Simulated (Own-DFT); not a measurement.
# Response to strain: beta-Si3N4, 112 atoms (N64Si48)

All numbers below are calculated, not measured. The program, named Own-DFT, is a retired in-house plane-wave density functional code that no person has reviewed. Each row is one single-point run on a periodic cell that was not relaxed, without spin or spin-orbit coupling.

Settings of every run: PBE; PseudoDojo norm-conserving scalar-relativistic files; cutoff 42 hartree; 2 x 2 x 4 k mesh centred on Gamma; Fermi-Dirac smearing of 0.1 eV.

Known limits: forces on such cells moved up to 12 meV/angstrom on a denser k mesh; stress not checked against mesh or cutoff.

Unstrained cell vectors in Å: (15.212, 0.000, 0.000); (-7.606, 13.174, 0.000); (0.000, 0.000, 5.818). The unstrained cell has measured lattice constants (interpolated for alloys), not those of this functional. That, the random moves and any unrelaxed bonds set the pressure at no strain. Each run strains this cell uniformly, with the atoms carried along. Every atom was also moved at random, by a Gaussian of width 0.05 Å on each axis. Strain is the symmetric tensor, in per cent. Stress is positive in tension, and the pressure is minus a third of its trace.

| run | e_xx (%) | e_yy (%) | e_zz (%) | e_yz (%) | e_xz (%) | e_xy (%) | s_xx (GPa) | s_yy (GPa) | s_zz (GPa) | s_yz (GPa) | s_xz (GPa) | s_xy (GPa) | P (GPa) | E (meV/atom) |
|---|---|---|---|---|---|---|---|---|---|---|---|---|---|---|
| 1 | 1.73 | -0.39 | 0.97 | -0.59 | -0.54 | 0.69 | 0.46 | -6.66 | -2.39 | -2.14 | -0.09 | 1.80 | 2.86 | 39.2 |
| 2 | -0.38 | 1.68 | 1.95 | -0.43 | 1.87 | 1.25 | -5.03 | 2.35 | 2.26 | -1.47 | 5.50 | 4.50 | 0.14 | 24.2 |
| 3 | 1.69 | -0.48 | -1.47 | 0.09 | 0.58 | 0.96 | -0.76 | -10.01 | -20.25 | 0.20 | 2.31 | 3.46 | 10.34 | 54.6 |
| 4 | 1.54 | -1.03 | 0.88 | 1.73 | 0.44 | -0.25 | -0.53 | -11.86 | -2.68 | 6.14 | 0.61 | -0.07 | 5.02 | 32.1 |
| 5 | 1.50 | 1.44 | 1.45 | 0.38 | 1.79 | 1.37 | 2.94 | 0.95 | 0.45 | 1.87 | 5.44 | 5.34 | -1.44 | 49.3 |
| 6 | -1.32 | 1.54 | -0.80 | -0.07 | -0.81 | -0.94 | -12.13 | -2.40 | -17.69 | 0.29 | -2.90 | -5.15 | 10.74 | 58.9 |
| 7 | 0.21 | 0.04 | 0.99 | -1.85 | 0.75 | -1.47 | -6.69 | -3.27 | -4.98 | -5.85 | 2.50 | -5.15 | 4.98 | 31.6 |
| 8 | 0.14 | 1.25 | 0.92 | -0.49 | -1.03 | 1.56 | -4.40 | 0.80 | -3.42 | -0.62 | -3.62 | 5.09 | 2.34 | 24.1 |
| 9 | -0.93 | 0.38 | -1.52 | -0.56 | -0.88 | 1.39 | -11.66 | -8.90 | -23.54 | -1.80 | -1.15 | 5.58 | 14.70 | 55.5 |
| 10 | 1.54 | -0.17 | 1.94 | 1.21 | 0.49 | 0.39 | 1.02 | -3.62 | 2.19 | 3.94 | 2.45 | -0.02 | 0.14 | 35.5 |
| 11 | 0.18 | 0.37 | -0.24 | -0.78 | 1.00 | 0.98 | -7.20 | -3.70 | -14.66 | -1.94 | 4.51 | 5.07 | 8.52 | 53.7 |
| 12 | -0.49 | -0.73 | -0.42 | -0.56 | 1.67 | -1.02 | -12.69 | -13.94 | -13.15 | -2.54 | 6.41 | -1.60 | 13.26 | 60.8 |
| 13 | -1.18 | -1.41 | -0.89 | 0.27 | -1.61 | -1.09 | -16.42 | -18.09 | -23.99 | 3.30 | -7.04 | -4.99 | 19.50 | 103.0 |
| 14 | 1.13 | 0.38 | 0.02 | -0.86 | 1.86 | 0.68 | -1.62 | -1.20 | -10.44 | -2.22 | 5.98 | 2.15 | 4.42 | 28.1 |
| 15 | -0.33 | 0.16 | 1.35 | -1.99 | -0.11 | -0.62 | -7.20 | -5.03 | -0.19 | -6.10 | -0.75 | -1.32 | 4.14 | 0.0 |
| 16 | 1.05 | -0.54 | -1.88 | 0.14 | -0.55 | -0.86 | -5.79 | -10.27 | -23.42 | -0.36 | -2.15 | -4.14 | 13.16 | 52.7 |
| 17 | 1.51 | -1.76 | -1.29 | -0.21 | 1.97 | 1.48 | ? | ? | ? | ? | ? | ? | ? | ? |

E is the free energy for each atom above the lowest run shown.

## Worked fit

Each stress component was fitted by least squares to a constant and the strains of the runs shown, as fractions, with shears doubled. Shear strains stay in the fit of a normal stress only where such slopes are resolved. The slopes, in GPa:

```
stress  at no strain  per e_xx  per e_yy  per e_zz  scatter
  s_xx          -7.7  483 ± 19  169 ± 22   79 ± 17     0.72
  s_yy          -7.5  131 ± 45  534 ± 53  105 ± 39     1.70
  s_zz         -11.8  135 ± 45   68 ± 53  709 ± 40     1.73
```

Each shear stress against twice its own strain: yz 170 ± 12, xz 166 ± 14, xy 203 ± 15 GPa. These are stiffnesses along x, y and z of the frame in which the cell vectors are given, which need not be the crystal's axes. The atoms are held to the strained lattice; where symmetry lets them move under strain, relaxing them would lower some slopes. The table should be nearly symmetric about its diagonal, and what it lacks of that shows the noise. A ninth of its sum, 268 ± 9 GPa, estimates the bulk modulus near the mean pressure of these runs, 7.1 GPa, so it lies above the value at zero pressure.

## Withheld run

Question: what normal stresses and pressure should run 17 give?

The fit gives s_xx = -4.4, s_yy = -16.2, s_zz = -20.1 and P = 13.6 GPa. The calculation gave -2.40, -17.67, -20.58 and P = 13.55 GPa.
